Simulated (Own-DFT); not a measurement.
## Calculated data, Hf₃₁SiO₆₄ (monoclinic hafnia with substituted atoms, atoms displaced), Hf₁₆O₃₁ (monoclinic hafnia with two neutral oxygen vacancies, strained, atoms displaced)

Computed with Own-DFT development build. A calculation, not a measurement: plane-wave PBE and HSE06 DFT by an unreviewed code, no spin, of a simulated cell at Gamma alone, so results move with cell size and shape, stress positive in tension, energies less offsets, not probed for a lower state with spin; hafnium file: forces about 75 meV/angstrom off all-electron values; oxygen file: force components 24 meV/angstrom off all-electron in a glass; k mesh not checked against a denser one; forces and stress are PBE's, HSE06 gives the energy alone, and its difference from PBE has offsets of its own; offsets are fitted by least squares, one for each functional and potential file, so energies compare only between cells with the same atoms and settings and are not formation energies; the far tail of each file's local potential was reset to the Coulomb form; each entry is a single point on an unrelaxed cell, so the pressure reflects the starting lattice, mostly measured values, from which strain is counted, and rises with the displacements; printed positions are rounded, which can move forces by about a meV/angstrom; the program is a retired in-house code; no spin-orbit coupling.

Settings shared by all entries: first functional PBE; second functional HSE06; exact exchange share 0.25; screening 0.11 1/bohr; exchange divergence Gygi-Baldereschi; potential files PseudoDojo norm-conserving, scalar-relativistic, made for PBE, standard set; wave cutoff 48 hartree; occupations fixed; k mesh 1 x 1 x 1 centred on Gamma.

(1) Hf₃₁SiO₆₄ (monoclinic hafnia with substituted atoms, atoms displaced)

```
Hf31SiO64
1.0
     10.2340     0.0000     0.0000
      0.0000    10.3500     0.0000
     -1.6955     0.0000    10.4453
Hf O Hf O Hf O Hf Si O Hf O Hf O Hf O Hf O
4 8 4 8 4 8 3 1 8 4 8 4 8 4 8 4 8
Direct
  0.13813 0.01536 0.11014
  0.36220 0.27094 0.14270
  0.36630 0.48576 0.39404
  0.13709 0.22647 0.34210
  0.03936 0.16885 0.17263
  0.45565 0.41709 0.08211
  0.45390 0.33967 0.32389
  0.04106 0.08829 0.42688
  0.22105 0.37204 0.24048
  0.26924 0.12230 0.01053
  0.27983 0.12404 0.26403
  0.22085 0.36840 0.49631
  0.13845 0.02354 0.60133
  0.35874 0.27436 0.63326
  0.36061 0.48049 0.89716
  0.13843 0.23143 0.85356
  0.04249 0.17176 0.67935
  0.46180 0.40939 0.58012
  0.47349 0.33827 0.82577
  0.03300 0.08802 0.92309
  0.21880 0.38354 0.73855
  0.27218 0.13071 0.50653
  0.27429 0.12211 0.75441
  0.22472 0.36831 0.99813
  0.13918 0.52728 0.10264
  0.36759 0.77271 0.14293
  0.36184 0.98208 0.40004
  0.14563 0.73073 0.35996
  0.03744 0.66680 0.16530
  0.47171 0.91393 0.08021
  0.46299 0.83347 0.33045
  0.04057 0.58574 0.43632
  0.21086 0.88276 0.25039
  0.26979 0.62362 0.01243
  0.27390 0.62102 0.26396
  0.22082 0.87594 0.48722
  0.14048 0.52253 0.60211
  0.35979 0.77621 0.64699
  0.36352 0.98037 0.90053
  0.13845 0.72914 0.85413
  0.03182 0.66138 0.67670
  0.46479 0.90763 0.57950
  0.46787 0.83235 0.83892
  0.04280 0.57906 0.91645
  0.22328 0.87929 0.74420
  0.27711 0.63266 0.52064
  0.27733 0.62606 0.75509
  0.22925 0.87568 0.99016
  0.64316 0.01331 0.10596
  0.86336 0.26942 0.15609
  0.86250 0.47665 0.39903
  0.64805 0.23596 0.35929
  0.53809 0.16299 0.17249
  0.95679 0.41841 0.07898
  0.96295 0.33715 0.32590
  0.53663 0.09545 0.42008
  0.72321 0.37863 0.24279
  0.78060 0.12231 0.00941
  0.76996 0.12330 0.26190
  0.72424 0.38165 0.48045
  0.64275 0.00922 0.59971
  0.85819 0.27619 0.64463
  0.85377 0.48197 0.88829
  0.64231 0.23356 0.86133
  0.54321 0.16725 0.67351
  0.96408 0.42309 0.58331
  0.96101 0.32284 0.82533
  0.53617 0.08403 0.92243
  0.72378 0.37983 0.74630
  0.78123 0.14238 0.50331
  0.76897 0.12446 0.75546
  0.71629 0.37462 0.99648
  0.63812 0.52078 0.10505
  0.85315 0.77325 0.14445
  0.86028 0.98271 0.39512
  0.62926 0.73034 0.35441
  0.54065 0.66188 0.17456
  0.96043 0.91135 0.07972
  0.96967 0.84440 0.33718
  0.53226 0.58586 0.42351
  0.72500 0.87879 0.23757
  0.77654 0.62543 0.01407
  0.77090 0.61478 0.26614
  0.72017 0.86965 0.49098
  0.64416 0.53145 0.59968
  0.86250 0.76573 0.64395
  0.85693 0.97249 0.89457
  0.64135 0.73026 0.86083
  0.54421 0.66442 0.67848
  0.96669 0.91745 0.57218
  0.96828 0.82661 0.82876
  0.53720 0.58564 0.91520
  0.72438 0.88397 0.73231
  0.78216 0.62272 0.51036
  0.77896 0.61557 0.75589
  0.72829 0.87053 0.98770
```

* PBE energy of cell above offsets: -86.286 eV
* HSE06 less PBE above offsets: 0.471 eV
* PBE pressure: 3.47 GPa
* PBE stress xx: -2.66 GPa
* PBE stress yy: -3.46 GPa
* PBE stress zz: -4.28 GPa
* PBE stress yz: 0.36 GPa
* PBE stress xz: 0.56 GPa
* PBE stress xy: -0.61 GPa

Force:
```
element  x (eV/Å)  y (eV/Å)  z (eV/Å)
     Hf    -0.637     1.119    -1.675
     Hf    -0.413    -1.071     0.898
     Hf    -1.926    -2.659     0.744
     Hf     0.821     1.459     2.611
      O    -0.779    -0.757    -0.556
      O     1.925     1.768    -0.738
      O     1.802    -0.465     0.429
      O    -1.665    -0.408    -0.884
      O    -0.204     1.439     -0.43
      O      0.83     0.202     0.493
      O     0.209    -1.233    -0.564
      O     0.014     0.695    -1.529
     Hf     -0.61     0.915     1.208
     Hf     0.073    -1.833     2.942
     Hf      0.16    -1.099    -1.207
     Hf    -0.162    -0.613     0.221
      O      -1.2    -0.418    -1.766
      O     2.331     2.866    -1.444
      O    -1.545     0.639     0.419
      O    -0.846    -1.489     0.544
      O     0.896    -0.232     0.981
      O      0.96    -0.651    -0.241
      O      0.65    -0.543     0.859
      O     0.054     0.063    -1.262
     Hf    -1.595    -2.408     0.408
     Hf    -1.056    -0.591     0.234
     Hf     0.005     1.551    -0.263
     Hf    -2.062     -0.24    -0.467
      O    -1.313      1.31     1.322
      O    -0.586    -0.597      0.32
      O    -0.383    -0.022    -0.803
      O    -0.623     0.744    -2.339
      O     1.802    -0.323    -0.963
      O      1.59     2.168    -0.534
      O     0.693     0.596    -0.222
      O     0.638    -0.379     0.906
     Hf      -0.1    -0.744     1.839
     Hf    -0.452    -1.425     1.585
     Hf     0.052     1.436    -1.626
     Si    -2.242    -0.847    -1.998
      O     0.526     1.249     1.295
      O     1.186     1.493    -0.765
      O     0.319    -0.294    -0.722
      O     0.644     1.748    -0.729
      O    -0.367    -1.001      0.44
      O     0.991     0.477    -1.372
      O    -1.042     0.505     2.231
      O    -0.909    -2.467     0.008
     Hf    -0.829     3.571    -0.675
     Hf     0.044     0.882    -2.499
     Hf      1.39      1.13    -0.566
     Hf    -2.596    -0.604    -1.494
      O     -0.14     0.151     -0.18
      O     0.475     0.213    -0.464
      O     0.531     -0.58     0.378
      O    -0.804    -1.744     0.604
      O    -0.154       0.1    -0.401
      O    -0.161     0.309     0.723
      O     1.112    -0.605    -0.134
      O    -0.812     -0.32     1.659
     Hf    -1.643     4.549     0.739
     Hf     1.203    -0.909     1.329
     Hf     2.107    -1.899     1.946
     Hf    -0.922     -1.25    -1.642
      O    -0.835    -0.465    -0.855
      O    -0.741     -0.71    -0.344
      O    -0.953     1.813     0.768
      O    -0.113    -0.434     0.569
      O     0.082     0.733    -1.216
      O    -0.013    -1.228     0.566
      O     1.196    -1.078     0.423
      O     0.523    -0.287    -0.385
     Hf     0.401    -1.947    -0.117
     Hf      2.68    -1.463     1.218
     Hf     1.437      0.09      0.72
     Hf      1.88    -0.448     0.077
      O    -1.893     1.711    -0.143
      O     0.444     0.512    -0.141
      O    -0.054     -1.36    -1.364
      O     0.775     0.745     0.238
      O    -0.381    -0.511     0.672
      O    -0.062     0.848    -0.367
      O     0.274     1.052     -0.46
      O      0.47    -0.338    -1.055
     Hf    -1.612    -2.475     1.563
     Hf     1.847     0.614     0.352
     Hf     2.515     2.901    -0.569
     Hf    -1.081    -0.697    -1.705
      O    -0.899     0.971    -0.579
      O      -1.1    -0.482     0.734
      O     1.364    -0.737      0.48
      O    -0.494    -0.482     1.342
      O     0.644    -1.877     1.713
      O     -0.56     1.549     0.105
      O    -0.055     1.434      0.21
      O    -0.938    -0.586     0.387
```

(2) Hf₃₁SiO₆₄ (monoclinic hafnia with substituted atoms, atoms displaced)

```
Hf31SiO64
1.0
     10.2340     0.0000     0.0000
      0.0000    10.3500     0.0000
     -1.6955     0.0000    10.4453
Hf O Hf Si Hf O Hf O Hf O Hf O Hf O Hf O Hf O
4 8 2 1 1 8 4 8 4 8 4 8 4 8 4 8 4 8
Direct
  0.14438 0.01556 0.10831
  0.35040 0.26878 0.15391
  0.34868 0.48663 0.39757
  0.12134 0.22381 0.33643
  0.05145 0.16493 0.17067
  0.46541 0.40557 0.06933
  0.46852 0.32229 0.32910
  0.03538 0.08289 0.41601
  0.21591 0.36821 0.23608
  0.27071 0.12768 0.00560
  0.27722 0.10938 0.26609
  0.23147 0.38766 0.48972
  0.14447 0.02066 0.61232
  0.36478 0.27190 0.64425
  0.35705 0.46902 0.88222
  0.13331 0.23129 0.84147
  0.05186 0.17924 0.67231
  0.47673 0.42830 0.57989
  0.46204 0.33188 0.82398
  0.02487 0.07669 0.92398
  0.22830 0.37615 0.73829
  0.26536 0.12335 0.51087
  0.28481 0.13097 0.75905
  0.22081 0.38443 0.99062
  0.13965 0.51058 0.10475
  0.36110 0.76764 0.14474
  0.36722 0.97880 0.39776
  0.13717 0.73255 0.35448
  0.05201 0.66255 0.18915
  0.47006 0.92651 0.06992
  0.46479 0.83940 0.33892
  0.03818 0.58344 0.43825
  0.21824 0.87612 0.23156
  0.28325 0.61999 0.01912
  0.28076 0.61702 0.26386
  0.22114 0.85458 0.48667
  0.14018 0.51760 0.61344
  0.37906 0.77027 0.64842
  0.37703 0.99507 0.91271
  0.15161 0.73553 0.84860
  0.04724 0.67176 0.66647
  0.46456 0.93758 0.58222
  0.43940 0.82067 0.82404
  0.02897 0.57806 0.92904
  0.22847 0.88020 0.74323
  0.28620 0.63445 0.51443
  0.27299 0.62344 0.76811
  0.22010 0.88092 0.99576
  0.64478 0.01386 0.09466
  0.86362 0.27800 0.13996
  0.86816 0.48885 0.39600
  0.63943 0.22675 0.35263
  0.55033 0.16724 0.18091
  0.97119 0.41395 0.08049
  0.96544 0.34679 0.33292
  0.54118 0.08149 0.43997
  0.71569 0.38891 0.23109
  0.77306 0.14359 0.00986
  0.77696 0.11505 0.26065
  0.72254 0.37005 0.47687
  0.65225 0.02611 0.60216
  0.87121 0.26835 0.64588
  0.85900 0.48280 0.89681
  0.64310 0.23703 0.84528
  0.53743 0.17548 0.66263
  0.95209 0.43522 0.56308
  0.95077 0.33154 0.83465
  0.54412 0.08530 0.92805
  0.73753 0.39128 0.74794
  0.77619 0.12654 0.50749
  0.77358 0.12590 0.76292
  0.72680 0.37059 0.98918
  0.63449 0.51307 0.10545
  0.85484 0.76529 0.13635
  0.86460 0.97546 0.39173
  0.63181 0.73264 0.34175
  0.52449 0.66445 0.16084
  0.95761 0.90518 0.08225
  0.96361 0.82882 0.33741
  0.55025 0.57665 0.41503
  0.72066 0.87471 0.23905
  0.79510 0.62410 0.02579
  0.78062 0.63295 0.26997
  0.71988 0.86496 0.47877
  0.63690 0.52923 0.59462
  0.87418 0.77430 0.65383
  0.86250 0.98226 0.90296
  0.63028 0.73871 0.85144
  0.53580 0.68221 0.67683
  0.95814 0.92047 0.56345
  0.95737 0.83764 0.82828
  0.54123 0.58808 0.91589
  0.72712 0.87589 0.74292
  0.77840 0.62586 0.51955
  0.78318 0.60971 0.76778
  0.72721 0.86201 0.98239
```

* PBE energy of cell above offsets: -79.024 eV
* HSE06 less PBE above offsets: 0.599 eV
* PBE pressure: 7.61 GPa
* PBE stress xx: -7.33 GPa
* PBE stress yy: -6.63 GPa
* PBE stress zz: -8.89 GPa
* PBE stress yz: -0.1 GPa
* PBE stress xz: -1.61 GPa
* PBE stress xy: 1.09 GPa

Force:
```
element  x (eV/Å)  y (eV/Å)  z (eV/Å)
     Hf    -0.911    -1.345    -1.033
     Hf     3.702    -0.051    -0.525
     Hf     3.685    -0.339     0.516
     Hf     1.271     0.803     4.681
      O    -2.962     0.864     -2.01
      O    -0.926      0.24    -0.974
      O    -2.416     1.456    -0.358
      O      -0.5    -0.204     0.516
      O      0.54     0.607     0.613
      O    -0.019     1.086     0.645
      O     0.465     1.257    -1.301
      O    -1.324    -2.158     0.808
     Hf     0.703    -1.558    -2.375
     Hf     1.131    -0.213    -1.987
     Si     1.589    -0.132     2.373
     Hf     0.111     0.365     4.502
      O    -1.706    -0.308    -1.647
      O    -2.444    -1.489    -0.048
      O    -1.669     2.338     0.946
      O     2.279     1.854    -0.355
      O    -0.104     0.961     1.681
      O     0.561     1.115     0.421
      O    -0.469    -0.743     0.567
      O     1.777    -1.771    -2.544
     Hf    -0.393     3.329    -0.159
     Hf    -1.289    -0.357    -0.401
     Hf    -1.032     0.668     2.061
     Hf    -0.842    -1.259     0.953
      O    -2.058    -0.348    -2.666
      O    -0.601    -2.165     2.393
      O     0.298    -1.627    -2.142
      O      1.68     1.316    -1.155
      O     0.691    -0.553      1.16
      O     -0.01     1.204    -1.351
      O     0.579      0.43    -0.402
      O      1.05     3.565     1.527
     Hf    -0.236     1.411    -2.667
     Hf    -4.199     2.877    -3.311
     Hf    -2.568    -1.165    -3.757
     Hf    -2.216     0.022     2.241
      O    -0.782     1.111     1.438
      O    -0.664    -1.948     1.093
      O     2.454     1.452     3.529
      O     2.243     1.727    -0.762
      O    -1.501     0.967    -0.531
      O    -0.216    -1.689     0.109
      O     1.803    -3.436     0.399
      O     1.145    -1.534    -1.068
     Hf     0.806     2.354     3.613
     Hf    -1.629    -0.145     0.909
     Hf    -2.589     1.417    -1.215
     Hf     0.151    -0.229     0.565
      O     -1.77    -1.046    -2.173
      O    -0.793    -0.986     0.361
      O     0.938    -2.405    -1.927
      O    -0.304     1.044    -2.663
      O     1.599     -1.77     0.898
      O     0.708    -1.706    -0.299
      O     1.092     0.657    -0.732
      O      0.43     0.076     1.525
     Hf    -1.736    -1.762     0.467
     Hf    -2.353     2.512    -1.154
     Hf    -0.079     0.839     0.942
     Hf    -0.145     0.971     0.547
      O     0.306     0.343     1.218
      O     1.193    -3.259     5.309
      O      3.46    -2.379    -1.204
      O     0.533     0.806    -1.728
      O    -1.693    -2.462    -2.406
      O     1.511     0.869      1.01
      O     0.981    -0.359    -0.647
      O    -0.419     0.478     0.228
     Hf    -0.571     1.169     -1.59
     Hf     1.337    -0.538     4.069
     Hf    -0.981    -0.338    -1.036
     Hf     1.291    -0.514     2.201
      O     0.951     0.405     0.753
      O     1.697     2.433    -0.528
      O     0.285    -0.234    -1.164
      O    -1.863      0.27    -0.705
      O     0.141     0.514    -1.894
      O    -1.877    -1.529    -1.495
      O    -0.457    -0.473    -1.054
      O      0.09     0.847     1.315
     Hf     1.888    -0.676     1.518
     Hf    -1.505    -1.169    -1.894
     Hf    -0.412    -0.851     -0.93
     Hf     0.442    -1.834     -0.14
      O     3.547    -2.524    -1.158
      O     1.134      0.11     3.216
      O      2.13    -0.759     0.171
      O    -1.413    -1.871     0.128
      O     -0.37       0.9    -0.809
      O     0.823     1.332    -0.148
      O    -1.116     3.452    -1.118
      O    -1.088     1.384     1.211
```

(3) Hf₁₆O₃₁ (monoclinic hafnia with two neutral oxygen vacancies, strained, atoms displaced)

```
Hf16O31
1.0
     10.0396    -0.0967     0.1387
     -0.0978    10.4057     0.1083
     -1.5217     0.1253    10.3944
Hf O Hf O Hf O Hf O Hf O Hf O Hf O Hf O
4 8 4 8 4 7 4 7 4 8 4 8 4 8 4 8
Direct
  0.13660 0.01890 0.11446
  0.35700 0.23979 0.15182
  0.36739 0.49223 0.39203
  0.13568 0.23133 0.34642
  0.03406 0.17187 0.15600
  0.45189 0.40482 0.07755
  0.47458 0.33961 0.32406
  0.02818 0.08140 0.41582
  0.22170 0.37689 0.23160
  0.27940 0.10583 0.00742
  0.26637 0.12559 0.25204
  0.22031 0.36423 0.49282
  0.13531 0.01410 0.59266
  0.36447 0.27058 0.64170
  0.36241 0.49750 0.88287
  0.15592 0.23160 0.85754
  0.03406 0.17433 0.66942
  0.46323 0.41244 0.57974
  0.46660 0.34411 0.83276
  0.03918 0.07984 0.91549
  0.22422 0.37789 0.74288
  0.27318 0.11588 0.50967
  0.26962 0.12859 0.77329
  0.21670 0.37027 0.97815
  0.13826 0.52943 0.10216
  0.36568 0.76596 0.15125
  0.34304 0.98075 0.39730
  0.13587 0.73346 0.35072
  0.03208 0.65760 0.18805
  0.46473 0.83776 0.31119
  0.05499 0.58409 0.41517
  0.23830 0.87753 0.22496
  0.27973 0.63867 0.00344
  0.27476 0.62930 0.26293
  0.22430 0.88739 0.49009
  0.13023 0.52608 0.60348
  0.36860 0.76494 0.65454
  0.35738 0.98448 0.90310
  0.14085 0.72316 0.84484
  0.04240 0.65664 0.68043
  0.46019 0.92751 0.57426
  0.47912 0.83884 0.81981
  0.03929 0.58356 0.92978
  0.22093 0.87040 0.72938
  0.27462 0.63169 0.50619
  0.27524 0.61692 0.76245
  0.63359 0.01796 0.10962
  0.85863 0.26417 0.14076
  0.87286 0.47848 0.39015
  0.61843 0.21657 0.34940
  0.53208 0.18109 0.16890
  0.97535 0.41234 0.07295
  0.97325 0.33937 0.34312
  0.53879 0.08323 0.43197
  0.71409 0.37649 0.24000
  0.77146 0.13103 0.00476
  0.77526 0.12745 0.25918
  0.72147 0.37426 0.48790
  0.63447 0.01695 0.59462
  0.85655 0.27295 0.64128
  0.87443 0.48289 0.90045
  0.63713 0.22566 0.85634
  0.53101 0.16791 0.67511
  0.95662 0.41571 0.57996
  0.96584 0.33259 0.84921
  0.54202 0.07149 0.93327
  0.72052 0.36219 0.72588
  0.77457 0.13012 0.50975
  0.78809 0.11867 0.76418
  0.72279 0.35943 0.98584
  0.63530 0.51462 0.10598
  0.87089 0.76720 0.15731
  0.87245 0.98846 0.40156
  0.63956 0.73975 0.35590
  0.52612 0.65318 0.17859
  0.95411 0.91971 0.06874
  0.96821 0.82058 0.32881
  0.54474 0.58514 0.42489
  0.71576 0.86435 0.26132
  0.78563 0.63571 0.00703
  0.75081 0.63390 0.23937
  0.72116 0.88126 0.48391
  0.62882 0.51404 0.59727
  0.87477 0.76388 0.64237
  0.85995 0.97723 0.89784
  0.63803 0.72589 0.85509
  0.52787 0.66836 0.67115
  0.96812 0.91200 0.57809
  0.96767 0.84340 0.82825
  0.53524 0.57900 0.92069
  0.71625 0.88068 0.73590
  0.76879 0.62520 0.51915
  0.75871 0.62454 0.75724
  0.72946 0.87767 0.97314
```

* PBE energy of cell above offsets: -74.332 eV
* HSE06 less PBE above offsets: 0.797 eV
* PBE pressure: 13.68 GPa
* PBE stress xx: -18.37 GPa
* PBE stress yy: -10.46 GPa
* PBE stress zz: -12.21 GPa
* PBE stress yz: 2.73 GPa
* PBE stress xz: 2.21 GPa
* PBE stress xy: -3.13 GPa

Force:
```
element  x (eV/Å)  y (eV/Å)  z (eV/Å)
     Hf    -1.556    -1.364    -4.835
     Hf     0.805     8.498    -4.945
     Hf    -0.322    -2.187    -0.379
     Hf     0.234     3.033     1.399
      O    -0.048     0.187     1.673
      O     1.002     1.258     0.168
      O    -2.519     0.331     0.777
      O      3.72     1.777    -0.122
      O     0.039     0.101     1.012
      O    -0.769     2.503     2.738
      O    -1.402    -3.281     3.601
      O     0.523     0.008    -1.169
     Hf     -0.95     2.821      5.69
     Hf    -1.681    -0.645     2.125
     Hf     -0.06    -6.528     4.188
     Hf    -5.496     0.846     0.341
      O     1.072    -1.111    -1.046
      O    -0.583     1.166    -1.544
      O     0.342    -1.268    -1.173
      O     0.916     0.012     1.627
      O     0.321     1.619    -2.181
      O     0.783     2.438    -1.007
      O     3.244    -2.413    -2.778
      O     0.577     0.778     1.643
     Hf     1.621    -3.052     0.307
     Hf     2.519     0.114    -3.139
     Hf     5.451    -0.022    -0.901
     Hf      3.26     -0.04     0.891
      O     0.116     0.075    -1.364
      O    -0.144     1.251     2.349
      O    -3.192    -2.163     1.404
      O     -3.19     1.304      1.82
      O    -0.698    -0.028     0.181
      O    -0.171    -1.017    -0.329
      O    -2.025    -3.875    -1.278
     Hf     2.643    -4.618    -0.503
     Hf     0.688     2.321    -1.028
     Hf     1.897    -3.092    -2.184
     Hf    -0.434     3.283     3.385
      O    -2.272      1.46    -0.793
      O    -1.792    -2.052    -0.545
      O    -2.643     0.588     0.551
      O     0.732     1.557    -0.694
      O    -0.178     0.796     0.859
      O      0.66      0.68     0.929
      O    -0.507     2.121    -3.064
     Hf     0.707    -0.682    -1.178
     Hf    -0.976     1.342    -1.482
     Hf    -3.656     0.222     0.702
     Hf     4.397      4.79     1.001
      O     2.942    -3.682    -0.365
      O    -1.267     0.321     1.746
      O     0.156    -1.584    -1.734
      O    -3.699    -1.611    -2.097
      O      2.25     0.644    -0.341
      O     0.192     -0.34     1.806
      O     0.069    -1.647     0.201
      O     0.337    -0.326    -1.143
     Hf     1.708    -0.163     4.807
     Hf    -0.111    -2.789     1.489
     Hf    -2.528    -2.003    -1.316
     Hf      0.44       0.6    -1.338
      O     0.329    -0.746    -0.207
      O     2.278     3.199    -1.186
      O     0.106     0.036    -1.952
      O    -1.235     0.036     0.025
      O    -1.102     1.873     1.267
      O     1.013    -0.112    -0.892
      O    -1.497     0.519    -0.665
      O      0.56     1.764     1.032
     Hf    -1.785    -0.935    -0.852
     Hf    -2.266    -0.062    -3.216
     Hf    -5.982     -2.24    -1.392
     Hf    -1.967    -2.903     1.957
      O    -0.703     0.292    -0.515
      O     1.844    -0.499     3.712
      O    -1.629     2.733     1.107
      O    -2.553    -1.062    -0.539
      O     3.861      5.43     -5.41
      O    -0.282    -0.593     0.709
      O     2.453    -1.863       2.7
      O      0.46    -0.871     1.362
     Hf     2.434      0.03     2.766
     Hf    -4.623      0.48     1.989
     Hf      1.56     2.632    -4.048
     Hf     1.393     1.807     0.094
      O     0.812    -1.551    -0.351
      O     -0.08     0.152    -1.356
      O     1.342    -2.858    -1.437
      O     1.221      0.63      0.72
      O     1.254    -0.804    -1.032
      O      2.79     1.613    -1.397
      O     2.198    -1.489    -0.103
      O    -3.699      -1.9     3.691
```
